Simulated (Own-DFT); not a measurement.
Simulation results for GaN (wurtzite, strained, atoms displaced), SiC (3C silicon carbide, atoms displaced)

All values are calculated (Own-DFT development build). A calculation, not a measurement: plane-wave PBE density functional theory by an unreviewed code, no spin, of a simulated periodic cell, stress positive in tension, free energy of the whole cell less one offset for each atom, forces on such cells passed a denser k mesh, this cell's mesh not checked; offsets are fitted by least squares, one for each functional and potential file, so energies compare only between cells with the same atoms and settings and are not formation energies; the far tail of each file's local potential was reset to the Coulomb form; each entry is a single point on an unrelaxed cell, so the pressure reflects the starting lattice, mostly measured values (interpolated for alloys), from which strain is counted, and rises with the displacements; printed positions are rounded, which can move forces by about a meV/angstrom; the program, named Own-DFT, is a retired in-house code; no spin-orbit coupling.

Settings shared by all entries: functional PBE.

(1) GaN (wurtzite, strained, atoms displaced)

```
CELL_PARAMETERS angstrom
12.75600 0.00000 0.00000
-4.78350 8.28530 0.00000
0.00000 0.00000 10.47370
ATOMIC_POSITIONS crystal
Ga 0.08975 0.22837 0.99503
Ga 0.16009 0.11061 0.25446
N 0.08542 0.22896 0.18849
N 0.17183 0.12824 0.43519
Ga 0.08508 0.23024 0.50696
Ga 0.17044 0.11001 0.75418
N 0.08391 0.22519 0.69555
N 0.17386 0.12159 0.94193
Ga 0.07588 0.54929 0.00031
Ga 0.17098 0.44656 0.25756
N 0.08737 0.55920 0.19576
N 0.16957 0.44435 0.43160
Ga 0.08632 0.55456 0.49704
Ga 0.16528 0.45366 0.76112
N 0.07948 0.55454 0.68405
N 0.17483 0.44457 0.94522
Ga 0.08487 0.88966 0.99896
Ga 0.16732 0.78183 0.25180
N 0.08464 0.89769 0.19538
N 0.16923 0.78216 0.43584
Ga 0.08004 0.89148 0.49740
Ga 0.16989 0.77280 0.76019
N 0.08487 0.89693 0.68707
N 0.17035 0.77249 0.94054
Ga 0.32569 0.22475 0.00176
Ga 0.41551 0.10703 0.25258
N 0.34022 0.22091 0.18271
N 0.42018 0.12101 0.43432
Ga 0.33412 0.22828 0.49267
Ga 0.41557 0.11552 0.75166
N 0.33376 0.22728 0.68809
N 0.41612 0.10225 0.93826
Ga 0.32919 0.54960 0.00300
Ga 0.41675 0.44621 0.24394
N 0.33079 0.55522 0.18497
N 0.40819 0.42778 0.43688
Ga 0.32651 0.56620 0.50034
Ga 0.41474 0.44406 0.75155
N 0.34502 0.56384 0.68437
N 0.42140 0.44660 0.94475
Ga 0.33533 0.88685 0.99759
Ga 0.41975 0.77746 0.23459
N 0.34565 0.89152 0.19537
N 0.42777 0.78549 0.43629
Ga 0.33045 0.88942 0.50896
Ga 0.41778 0.76892 0.75323
N 0.33575 0.89432 0.69163
N 0.41360 0.76806 0.93737
Ga 0.58546 0.22452 0.01194
Ga 0.66079 0.10771 0.24999
N 0.57819 0.21407 0.18893
N 0.66787 0.10826 0.43142
Ga 0.57928 0.21923 0.49990
Ga 0.66868 0.11839 0.74842
N 0.57070 0.20939 0.69371
N 0.67134 0.11485 0.94583
Ga 0.59077 0.55650 0.99700
Ga 0.66511 0.44205 0.24159
N 0.58634 0.55245 0.18642
N 0.66621 0.44363 0.44001
Ga 0.58682 0.54617 0.50196
Ga 0.66829 0.44218 0.74475
N 0.58048 0.55392 0.69660
N 0.67381 0.45628 0.94850
Ga 0.58573 0.89054 0.99583
Ga 0.66863 0.78496 0.25481
N 0.58662 0.88857 0.18079
N 0.66663 0.78657 0.44106
Ga 0.58760 0.88544 0.50215
Ga 0.67137 0.77870 0.74811
N 0.58439 0.89184 0.69220
N 0.66863 0.78963 0.93675
Ga 0.82705 0.20604 0.00659
Ga 0.91548 0.11914 0.25870
N 0.82802 0.21757 0.18185
N 0.91479 0.11065 0.44233
Ga 0.82911 0.21631 0.50427
Ga 0.92052 0.11625 0.74583
N 0.82617 0.21547 0.68412
N 0.91802 0.10297 0.93713
Ga 0.83596 0.55095 0.99919
Ga 0.91388 0.44254 0.25114
N 0.83442 0.56407 0.18929
N 0.91989 0.44592 0.43463
Ga 0.84717 0.56902 0.49806
Ga 0.90920 0.44549 0.75571
N 0.83479 0.55697 0.69438
N 0.91489 0.43207 0.93031
Ga 0.83228 0.88826 0.00060
Ga 0.91505 0.78499 0.24854
N 0.83583 0.88629 0.19453
N 0.91389 0.77331 0.44673
Ga 0.82837 0.89082 0.50071
Ga 0.91662 0.77875 0.75814
N 0.82852 0.88587 0.69429
N 0.91700 0.77134 0.94521
```

| Quantity | Value |
| --- | --- |
| potential files | PseudoDojo norm-conserving, scalar-relativistic, standard set with the stringent files for Ga |
| wave cutoff | 96 hartree |
| occupations | Gaussian |
| smearing width | 0.01 eV |
| k mesh | 3 x 4 x 3 centred on Gamma |
| free energy of cell above offsets | -4.644 eV |
| pressure | 5.33 GPa |
| stress xx | -6.71 GPa |
| stress yy | -6.05 GPa |
| stress zz | -3.24 GPa |
| stress yz | 0.05 GPa |
| stress xz | -0.6 GPa |
| stress xy | -0.46 GPa |

Force:
| element | x (eV/Å) | y (eV/Å) | z (eV/Å) |
| --- | --- | --- | --- |
| Ga | -1.331 | -1.316 | 1.344 |
| Ga | 1.117 | 1.505 | -0.734 |
| N | -0.568 | -0.381 | -0.156 |
| N | -0.921 | -1.967 | 0.896 |
| Ga | 0.308 | -0.571 | -0.135 |
| Ga | -0.315 | 0.67 | -0.482 |
| N | 0.536 | 0.78 | -0.507 |
| N | -1.56 | -2.388 | -1.127 |
| Ga | 1.109 | 0.066 | 1.133 |
| Ga | -0.454 | -0.091 | -2.277 |
| N | -0.763 | -0.446 | -1.168 |
| N | -1.015 | 0.126 | 2.279 |
| Ga | -0.591 | 0.459 | -0.124 |
| Ga | 1.042 | -0.482 | -1.289 |
| N | 0.232 | 0.022 | 0.829 |
| N | -2.753 | 0.12 | -1.301 |
| Ga | 0.187 | 0.346 | 0.782 |
| Ga | 0.767 | 0.263 | -0.341 |
| N | 0.365 | -1.236 | -1.155 |
| N | -0.45 | -0.228 | 0.765 |
| Ga | 0.898 | 0.868 | 0.453 |
| Ga | -0.7 | 0.841 | -2.014 |
| N | 0.242 | -1.261 | 0.631 |
| N | -1.266 | -0.04 | 0.672 |
| Ga | 3.66 | 0.54 | 0.545 |
| Ga | -0.364 | 0.427 | -0.213 |
| N | -1.603 | -0.068 | 0.915 |
| N | -0.394 | -1.536 | 0.955 |
| Ga | 0.445 | -2.233 | 1.738 |
| Ga | -1.112 | -0.848 | 0.959 |
| N | -0.024 | -0.481 | -0.27 |
| N | -0.422 | 1.453 | 0.246 |
| Ga | 2.163 | 1.192 | 0.107 |
| Ga | 0.563 | -0.577 | 0.774 |
| N | 0.594 | -0.145 | 0.564 |
| N | 0.188 | 4.964 | -1.029 |
| Ga | 2.804 | -0.103 | -0.307 |
| Ga | 0.39 | -0.124 | 0.581 |
| N | -2.161 | -1.484 | 0.17 |
| N | -0.466 | -0.049 | -0.882 |
| Ga | 0.64 | 0.159 | 0.963 |
| Ga | 1.077 | -0.458 | 2.172 |
| N | -2.829 | -0.243 | -1.671 |
| N | -1.788 | -0.654 | -0.329 |
| Ga | 1.1 | 0.687 | -1.305 |
| Ga | -0.215 | 2.072 | -0.158 |
| N | -0.061 | -1.16 | 0.322 |
| N | 0.202 | 0.624 | 0.425 |
| Ga | -0.532 | -0.338 | -2.203 |
| Ga | 0.579 | -0.229 | -0.267 |
| N | 0.503 | 1.032 | 0.847 |
| N | -0.52 | 0.327 | 1.174 |
| Ga | 0.854 | 0.092 | 0.085 |
| Ga | -0.786 | -1.547 | 1.157 |
| N | 2.223 | 2.216 | -1.272 |
| N | -1.535 | -0.202 | -1.465 |
| Ga | -1.96 | 1.277 | 0.699 |
| Ga | 0.336 | -0.097 | 1.352 |
| N | -1.041 | 1.23 | 0.199 |
| N | 1.787 | -0.08 | -0.487 |
| Ga | -2.375 | 0.755 | 0.13 |
| Ga | -0.959 | -0.33 | 1.025 |
| N | 1.033 | 0.014 | -1.028 |
| N | 0.823 | -2.203 | -1.801 |
| Ga | -0.97 | -0.118 | 0.017 |
| Ga | 0.239 | -1.122 | -0.666 |
| N | -0.009 | 0.059 | 0.502 |
| N | 1.729 | -2.132 | -0.614 |
| Ga | -2.044 | 1.141 | 1.013 |
| Ga | -1.993 | -0.292 | 0.859 |
| N | 0.386 | -0.035 | -0.242 |
| N | 1.308 | -1.572 | -0.126 |
| Ga | 1.475 | 0.886 | -1.586 |
| Ga | 0.756 | -0.464 | -1.264 |
| N | 0.278 | 0.636 | 2.176 |
| N | 0.576 | 0.539 | 0.245 |
| Ga | -0.403 | 0.937 | -1.084 |
| Ga | -0.948 | -0.945 | 0.958 |
| N | 0.97 | 1.334 | 0.792 |
| N | 0.026 | 1.257 | -0.098 |
| Ga | 0.308 | 0.078 | 0.82 |
| Ga | 0.116 | 0.427 | -0.527 |
| N | 0.843 | -1.029 | -0.184 |
| N | -0.053 | -0.54 | 0.825 |
| Ga | -1.036 | -3.265 | 0.903 |
| Ga | 1.534 | -0.864 | -1.861 |
| N | -0.488 | 0.394 | -1.066 |
| N | -0.119 | 0.196 | 2.201 |
| Ga | 0.281 | -0.331 | 0.553 |
| Ga | 1.625 | -1.128 | 1.038 |
| N | -1.903 | 1.76 | -0.802 |
| N | -0.602 | 2.724 | -1.616 |
| Ga | 1.098 | -0.459 | 0.821 |
| Ga | 0.163 | 0.505 | -0.694 |
| N | 1.846 | 1.01 | -1.188 |
| N | 0.076 | 0.877 | -0.495 |

(2) SiC (3C silicon carbide, atoms displaced)

```
CELL_PARAMETERS angstrom
8.71920 0.00000 0.00000
0.00000 8.71920 0.00000
0.00000 0.00000 8.71920
ATOMIC_POSITIONS crystal
Si 0.02291 0.01048 0.98810
Si 0.00798 0.25214 0.24974
Si 0.22587 0.00143 0.25992
Si 0.23201 0.24206 0.00447
C 0.13061 0.12771 0.11638
C 0.10266 0.35577 0.37011
C 0.38267 0.14853 0.36603
C 0.36467 0.37903 0.11279
Si 0.00674 0.99709 0.49901
Si 0.99437 0.27025 0.74565
Si 0.24478 0.00366 0.77586
Si 0.25329 0.24561 0.49599
C 0.12846 0.10754 0.60951
C 0.12618 0.36986 0.87921
C 0.37989 0.13385 0.85414
C 0.37737 0.35108 0.61712
Si 0.98479 0.48874 0.98673
Si 0.99361 0.75170 0.23632
Si 0.25145 0.48912 0.24921
Si 0.25365 0.75430 0.01038
C 0.11955 0.61815 0.12666
C 0.11275 0.87493 0.36901
C 0.38240 0.61867 0.35922
C 0.36916 0.85594 0.11466
Si 0.00319 0.50354 0.50719
Si 0.99795 0.73761 0.76657
Si 0.24921 0.50373 0.74968
Si 0.24573 0.73251 0.48754
C 0.12014 0.62070 0.61862
C 0.12118 0.87316 0.87273
C 0.37001 0.62419 0.87478
C 0.37768 0.88765 0.61454
Si 0.48070 0.00970 0.01350
Si 0.50822 0.24605 0.25649
Si 0.76496 0.00903 0.24700
Si 0.77011 0.25261 0.01505
C 0.62549 0.10332 0.13711
C 0.63626 0.37606 0.38583
C 0.85350 0.12391 0.38568
C 0.87560 0.37390 0.11827
Si 0.50007 0.00700 0.50729
Si 0.50946 0.26890 0.74908
Si 0.74563 0.99675 0.75517
Si 0.75407 0.25866 0.49206
C 0.60683 0.13970 0.64278
C 0.62914 0.38040 0.87490
C 0.89059 0.10203 0.87389
C 0.88053 0.37498 0.62431
Si 0.49774 0.49640 0.00068
Si 0.52098 0.76112 0.25165
Si 0.75526 0.50684 0.26072
Si 0.75618 0.76071 0.99522
C 0.60986 0.60877 0.13487
C 0.61109 0.86748 0.37249
C 0.84617 0.63516 0.36760
C 0.90214 0.88513 0.13557
Si 0.49815 0.48734 0.50984
Si 0.48806 0.74584 0.76587
Si 0.75547 0.51898 0.73806
Si 0.76758 0.76053 0.50470
C 0.61998 0.62743 0.63665
C 0.62964 0.87994 0.87614
C 0.88576 0.60281 0.87638
C 0.87415 0.86375 0.62517
```

| Property | Result |
| --- | --- |
| potential files | PseudoDojo norm-conserving, scalar-relativistic, standard set |
| wave cutoff | 42 hartree |
| occupations | Fermi-Dirac |
| smearing width | 0.1 eV |
| k mesh | 4 x 4 x 4 centred on Gamma |
| free energy of cell above offsets | 10.504 eV |
| pressure | 11.4 GPa |
| stress xx | -10.31 GPa |
| stress yy | -11.77 GPa |
| stress zz | -12.1 GPa |
| stress yz | -2.61 GPa |
| stress xz | -4.63 GPa |
| stress xy | -3.64 GPa |

Force:
| element | x (eV/Å) | y (eV/Å) | z (eV/Å) |
| --- | --- | --- | --- |
| Si | -2.561 | -2.915 | 2.5 |
| Si | -5.158 | -3.445 | -3.617 |
| Si | 4.629 | 0.465 | -1.78 |
| Si | 6.26 | 3.899 | -3.375 |
| C | -2.55 | -2.089 | 4.215 |
| C | 5.912 | 5.718 | 4.81 |
| C | -3.216 | -5.053 | 2.123 |
| C | 1.11 | -2.441 | 1.047 |
| Si | -3.294 | -0.733 | 0.337 |
| Si | 2.198 | -5.539 | 1.003 |
| Si | 1.26 | -0.466 | -6.929 |
| Si | -2.196 | -1.369 | -0.173 |
| C | 1.068 | 3.448 | 3.295 |
| C | -1.072 | 1.183 | -1.692 |
| C | -1.045 | -0.084 | 5.237 |
| C | -1.357 | 4.906 | 1.373 |
| Si | 5.688 | -1.305 | 4.865 |
| Si | 2.048 | -3.44 | 3.254 |
| Si | -1.113 | 1.045 | -0.573 |
| Si | -4.662 | -4.907 | -3.61 |
| C | -0.269 | -0.082 | -0.719 |
| C | 0.415 | -2.152 | 0.921 |
| C | -0.932 | -0.48 | 2.477 |
| C | 3.661 | 5.878 | 5.031 |
| Si | -2.41 | -1.958 | -3.301 |
| Si | 0.648 | 1.643 | -2.884 |
| Si | 0.294 | -1.917 | -0.191 |
| Si | 1.95 | 3.109 | 0.326 |
| C | 1.452 | 1.074 | 2.037 |
| C | 1.468 | -1.733 | 1.494 |
| C | -0.918 | -0.557 | 1.128 |
| C | -2.458 | -3.534 | 2.969 |
| Si | 1.947 | -1.05 | -2.354 |
| Si | 1.714 | 2.605 | -3.065 |
| Si | -1.694 | -3.545 | 0.814 |
| Si | -5.055 | -4.206 | -4.431 |
| C | -0.502 | 4.054 | -1.719 |
| C | -1.974 | 1.075 | -2.437 |
| C | 4.958 | -0.672 | -1.222 |
| C | 1.827 | 1.755 | 4.455 |
| Si | 0.411 | 0.781 | -1.579 |
| Si | -1.726 | -0.874 | 2.398 |
| Si | 0.434 | 1.383 | -1.48 |
| Si | -0.903 | -1.18 | 4.48 |
| C | 5.536 | -3.646 | -3.793 |
| C | 1.397 | 0.454 | 0.808 |
| C | -2.401 | 5.008 | -1.232 |
| C | -2.241 | 2.464 | -1.323 |
| Si | -0.174 | -0.063 | -0.602 |
| Si | -5.697 | -5.119 | -3.825 |
| Si | -3.508 | -3.316 | -3.554 |
| Si | -0.164 | -1.431 | 1.838 |
| C | 3.228 | 2.3 | -0.945 |
| C | 5.746 | 5.393 | 4.909 |
| C | 6.774 | 1.3 | 2.107 |
| C | -4.056 | 2.565 | -4.663 |
| Si | 0.703 | 2.365 | -1.585 |
| Si | 2.339 | 2.793 | -3.446 |
| Si | -1.158 | -3.808 | 1.695 |
| Si | -6.955 | -2.139 | -2.066 |
| C | -0.431 | 0.769 | -1.771 |
| C | -2.177 | -1.172 | 1.3 |
| C | -3.754 | 5.98 | -2.455 |
| C | 2.708 | 3.009 | 3.146 |

(3) SiC (3C silicon carbide, atoms displaced)

```
CELL_PARAMETERS angstrom
8.71920 0.00000 0.00000
0.00000 8.71920 0.00000
0.00000 0.00000 8.71920
ATOMIC_POSITIONS crystal
Si 0.00588 0.99042 0.00804
Si 0.99166 0.26335 0.25162
Si 0.24798 0.00064 0.25421
Si 0.25491 0.25901 0.99734
C 0.13400 0.14090 0.12570
C 0.12556 0.36568 0.37450
C 0.37990 0.12921 0.37161
C 0.37372 0.37252 0.13922
Si 0.00099 0.99510 0.50381
Si 0.00450 0.25306 0.75083
Si 0.24810 0.00255 0.76561
Si 0.24180 0.24952 0.50078
C 0.12029 0.11443 0.63296
C 0.12468 0.37532 0.88268
C 0.36482 0.13235 0.87905
C 0.37828 0.36349 0.63497
Si 0.99607 0.49664 0.01395
Si 0.98659 0.75163 0.24769
Si 0.24186 0.51153 0.24252
Si 0.25435 0.75263 0.00913
C 0.13373 0.63041 0.11524
C 0.13146 0.87278 0.37530
C 0.37486 0.63108 0.37575
C 0.38467 0.86849 0.12580
Si 0.99596 0.49744 0.49531
Si 0.00009 0.74860 0.74984
Si 0.25676 0.49639 0.74774
Si 0.24916 0.76228 0.49013
C 0.12493 0.61898 0.62182
C 0.13367 0.86630 0.88908
C 0.36713 0.62767 0.86154
C 0.37288 0.87636 0.63442
Si 0.50257 0.00010 0.99854
Si 0.50563 0.24041 0.24043
Si 0.74705 0.00032 0.25010
Si 0.74039 0.26108 0.00594
C 0.63028 0.11954 0.12333
C 0.61862 0.36905 0.37867
C 0.87198 0.12330 0.37694
C 0.86504 0.37294 0.11517
Si 0.50221 0.00616 0.49193
Si 0.48863 0.23831 0.75530
Si 0.73383 0.00515 0.74873
Si 0.74656 0.24027 0.49110
C 0.61859 0.13163 0.61671
C 0.61488 0.38836 0.88411
C 0.86183 0.12516 0.86682
C 0.87548 0.38492 0.62463
Si 0.48796 0.50492 0.00235
Si 0.49904 0.75163 0.25389
Si 0.75264 0.50038 0.25054
Si 0.74955 0.75073 0.99466
C 0.62470 0.63674 0.12690
C 0.62911 0.87843 0.38186
C 0.87804 0.61141 0.38758
C 0.87095 0.87937 0.12751
Si 0.50451 0.51750 0.50640
Si 0.49985 0.75998 0.74585
Si 0.76031 0.50015 0.76092
Si 0.74441 0.73646 0.50658
C 0.62429 0.62219 0.62227
C 0.62517 0.88582 0.87604
C 0.87833 0.62539 0.87369
C 0.86978 0.87826 0.62903
```

| Property | Result |
| --- | --- |
| potential files | PseudoDojo norm-conserving, scalar-relativistic, standard set |
| wave cutoff | 42 hartree |
| occupations | Fermi-Dirac |
| smearing width | 0.1 eV |
| k mesh | 4 x 4 x 4 centred on Gamma |
| free energy of cell above offsets | -3.686 eV |
| pressure | 5.55 GPa |
| stress xx | -6.01 GPa |
| stress yy | -5.26 GPa |
| stress zz | -5.4 GPa |
| stress yz | 1.2 GPa |
| stress xz | -1.03 GPa |
| stress xy | 0.1 GPa |

Force:
| element | x (eV/Å) | y (eV/Å) | z (eV/Å) |
| --- | --- | --- | --- |
| Si | -0.503 | 2.978 | -1.145 |
| Si | 0.951 | -2.96 | -0.69 |
| Si | 1.072 | 1.246 | -1.316 |
| Si | -1.065 | 0.216 | 2.02 |
| C | -2.002 | -2.369 | 0.499 |
| C | -1.115 | 3.082 | -0.354 |
| C | -1.342 | -1.002 | 0.165 |
| C | 0.049 | 1.379 | -2.404 |
| Si | -0.803 | 0.213 | -0.139 |
| Si | -1.882 | -0.437 | 0.359 |
| Si | -0.472 | -1.389 | -1.601 |
| Si | 2.2 | -1.033 | 0.788 |
| C | 0.806 | 1.33 | -0.727 |
| C | -0.14 | 0.826 | -0.799 |
| C | 1.922 | -2.066 | 0.856 |
| C | -1.364 | 2.01 | -2.171 |
| Si | 1.364 | 0.976 | -3.342 |
| Si | 2.079 | -0.689 | 1.227 |
| Si | 2.053 | -2.467 | 2.663 |
| Si | 1.609 | -0.482 | -2.569 |
| C | -3.633 | -0.91 | 2.33 |
| C | -3.286 | 1.485 | -1.57 |
| C | -0.395 | -0.304 | -0.111 |
| C | -1.317 | 1.892 | 0.174 |
| Si | 3.009 | -1.375 | 2.658 |
| Si | 1.053 | 0.156 | -0.193 |
| Si | -2.057 | -0.03 | -0.324 |
| Si | 1.208 | -2.967 | 3.787 |
| C | 0.257 | 1.122 | -0.532 |
| C | -1.783 | 1.475 | -1.568 |
| C | 1.702 | 0.899 | 2.733 |
| C | -0.382 | 1.734 | -2.111 |
| Si | -1.139 | 0.313 | 0.769 |
| Si | -1.023 | 1.875 | 2.222 |
| Si | 0.66 | -0.33 | 0.815 |
| Si | -0.267 | -2.641 | -3.249 |
| C | -0.845 | 0.696 | -0.317 |
| C | 0.891 | 1.321 | -1.329 |
| C | 1.236 | -0.331 | -1.113 |
| C | 1.64 | 1.663 | 3.407 |
| Si | -1.101 | -0.655 | 1.734 |
| Si | 2.664 | 2.351 | -0.881 |
| Si | 2.436 | 0.652 | -1.224 |
| Si | 0.043 | 2.846 | 2.165 |
| C | -0.079 | -1.112 | 1.772 |
| C | 0.896 | -2.033 | -1.005 |
| C | 1.465 | 0.927 | 1.739 |
| C | -0.217 | -2.45 | 0.214 |
| Si | 0.479 | 0.751 | 0.36 |
| Si | 1.352 | 0.343 | 0.362 |
| Si | -2.078 | -0.3 | 0.382 |
| Si | -0.154 | 0.574 | 0.539 |
| C | 0.237 | -1.487 | -0.176 |
| C | -0.28 | -1.332 | -0.894 |
| C | -1.945 | 3.235 | -3.927 |
| C | -0.023 | -1.064 | -0.251 |
| Si | -2.443 | -4.966 | -1.817 |
| Si | 0.097 | -1.718 | 0.987 |
| Si | -2.442 | -0.8 | -1.655 |
| Si | 1.874 | 2.883 | -0.819 |
| C | 0.935 | 1.285 | 3.51 |
| C | -0.706 | -2.227 | -0.465 |
| C | 0.079 | 0.514 | 1.79 |
| C | -0.032 | -1.323 | -0.239 |

(4) SiC (3C silicon carbide, atoms displaced)

```
CELL_PARAMETERS angstrom
8.71920 0.00000 0.00000
0.00000 8.71920 0.00000
0.00000 0.00000 8.71920
ATOMIC_POSITIONS crystal
Si 0.99433 0.00216 0.99597
Si 0.00764 0.24681 0.24297
Si 0.25404 0.00649 0.24108
Si 0.24560 0.25727 0.00210
C 0.14038 0.12756 0.12494
C 0.12124 0.36679 0.36225
C 0.37034 0.12236 0.38587
C 0.37081 0.36532 0.14022
Si 0.99641 0.00380 0.50913
Si 0.00514 0.24519 0.75125
Si 0.23940 0.00389 0.75782
Si 0.23199 0.25919 0.49281
C 0.12087 0.13154 0.63509
C 0.12359 0.38123 0.87827
C 0.37297 0.11954 0.86533
C 0.38695 0.37607 0.63485
Si 0.00192 0.51112 0.00392
Si 0.99758 0.75272 0.24134
Si 0.24593 0.49756 0.24992
Si 0.25291 0.75271 0.99279
C 0.12960 0.63501 0.12194
C 0.12548 0.87659 0.38045
C 0.38409 0.61859 0.37983
C 0.38044 0.85835 0.12773
Si 0.99651 0.49390 0.49063
Si 0.00245 0.75625 0.76670
Si 0.26390 0.49846 0.75075
Si 0.24922 0.73753 0.49537
C 0.13404 0.61943 0.63036
C 0.12425 0.88044 0.86148
C 0.37650 0.62713 0.87693
C 0.37095 0.87062 0.62975
Si 0.50404 0.99544 0.99297
Si 0.49366 0.25038 0.26490
Si 0.75443 0.01193 0.25194
Si 0.73953 0.23543 0.00436
C 0.62673 0.11916 0.12181
C 0.60658 0.38382 0.38775
C 0.87925 0.12142 0.37013
C 0.87425 0.37069 0.12045
Si 0.50920 0.01574 0.50673
Si 0.48534 0.26071 0.74532
Si 0.75067 0.00405 0.74835
Si 0.74991 0.25245 0.49753
C 0.62273 0.12831 0.62747
C 0.61620 0.38343 0.86990
C 0.88669 0.13100 0.87204
C 0.87825 0.37834 0.62858
Si 0.49382 0.49905 0.99727
Si 0.50681 0.74238 0.25737
Si 0.74827 0.49415 0.25549
Si 0.75321 0.74904 0.00150
C 0.64424 0.62120 0.13061
C 0.62034 0.88099 0.37322
C 0.86740 0.62756 0.37443
C 0.87731 0.88744 0.12047
Si 0.50879 0.50462 0.49867
Si 0.49541 0.74921 0.75452
Si 0.74752 0.50765 0.74422
Si 0.74706 0.75208 0.51111
C 0.62679 0.63117 0.61949
C 0.62975 0.87486 0.88009
C 0.87448 0.62462 0.88239
C 0.86516 0.85941 0.61502
```

| Item | Value |
| --- | --- |
| potential files | PseudoDojo norm-conserving, scalar-relativistic, standard set |
| wave cutoff | 42 hartree |
| occupations | Fermi-Dirac |
| smearing width | 0.1 eV |
| k mesh | 4 x 4 x 4 centred on Gamma |
| free energy of cell above offsets | -2.664 eV |
| pressure | 6.33 GPa |
| stress xx | -6.19 GPa |
| stress yy | -6.65 GPa |
| stress zz | -6.15 GPa |
| stress yz | 0.67 GPa |
| stress xz | -1.19 GPa |
| stress xy | -0.17 GPa |

Force:
| element | x (eV/Å) | y (eV/Å) | z (eV/Å) |
| --- | --- | --- | --- |
| Si | 2.321 | 0.458 | 0.37 |
| Si | -1.978 | -0.782 | -0.968 |
| Si | 0.972 | -3.05 | 2.627 |
| Si | 1.483 | -0.72 | -0.932 |
| C | -2.956 | -0.515 | -1.312 |
| C | -0.555 | 2.678 | 1.191 |
| C | -0.178 | 1.153 | -0.854 |
| C | 0.385 | 1.761 | -2.503 |
| Si | 0.457 | -1.812 | -1.163 |
| Si | -1.08 | 3.91 | 0.821 |
| Si | 3.042 | -0.14 | -3.442 |
| Si | 3.448 | -2.036 | 2.475 |
| C | 0.633 | -0.993 | -2.516 |
| C | 0.704 | -0.1 | -0.248 |
| C | 0.285 | 1.6 | 2.178 |
| C | -4.293 | 3.07 | -5.207 |
| Si | -0.46 | -2.146 | -0.339 |
| Si | 0.064 | 1.077 | 2.118 |
| Si | 1.291 | 1.089 | -0.045 |
| Si | -0.057 | 0.425 | 0.734 |
| C | -0.414 | -1.157 | 0.385 |
| C | -0.247 | 0.056 | -1.198 |
| C | -1.986 | 0.022 | -1.159 |
| C | -0.355 | 2.501 | -0.963 |
| Si | 0.367 | 1.634 | 1.602 |
| Si | -1.63 | -2.976 | -4.28 |
| Si | -2.287 | 0.255 | 0.233 |
| Si | 0.469 | 2.33 | 1.293 |
| C | -1.454 | -0.202 | -0.721 |
| C | -0.456 | -0.204 | 4.566 |
| C | -0.161 | -0.47 | 0.263 |
| C | 0.191 | 1.077 | -0.394 |
| Si | -1.406 | -0.026 | 1.337 |
| Si | 0.345 | -0.744 | -0.941 |
| Si | -1.305 | -3.093 | -0.574 |
| Si | 2.144 | 3.958 | -2.403 |
| C | -2.036 | 0.39 | 1.902 |
| C | 4.936 | -3.873 | -3.516 |
| C | 0.333 | 2.13 | 1.398 |
| C | 0.041 | -0.275 | 0.984 |
| Si | -2.879 | -4.036 | -0.836 |
| Si | 4.37 | -4.311 | 3.264 |
| Si | 0.128 | -0.979 | -0.02 |
| Si | -0.008 | 0.276 | 0.916 |
| C | 1.641 | 1.658 | 0.979 |
| C | 0.789 | -1.628 | 0.354 |
| C | -3.002 | -1.268 | 0.566 |
| C | -0.519 | -0.828 | -0.819 |
| Si | 1.422 | 0.031 | 2.213 |
| Si | 0.336 | 0.617 | -1.018 |
| Si | 0.63 | -0.276 | -0.234 |
| Si | -0.145 | 0.732 | 0.675 |
| C | -3.306 | 0.418 | -0.799 |
| C | 1.368 | 0.373 | 0.892 |
| C | 1.128 | -0.52 | -0.109 |
| C | -0.596 | -1.513 | 0.597 |
| Si | -2.968 | 1.375 | 3.597 |
| Si | 0.993 | 1.186 | -1.137 |
| Si | 0.536 | -0.926 | 1.155 |
| Si | -1.761 | -1.02 | -5.246 |
| C | -1.125 | -0.827 | 2.02 |
| C | 0.127 | -0.453 | -1.37 |
| C | 0.154 | 0.799 | -1.196 |
| C | 4.073 | 4.859 | 4.756 |
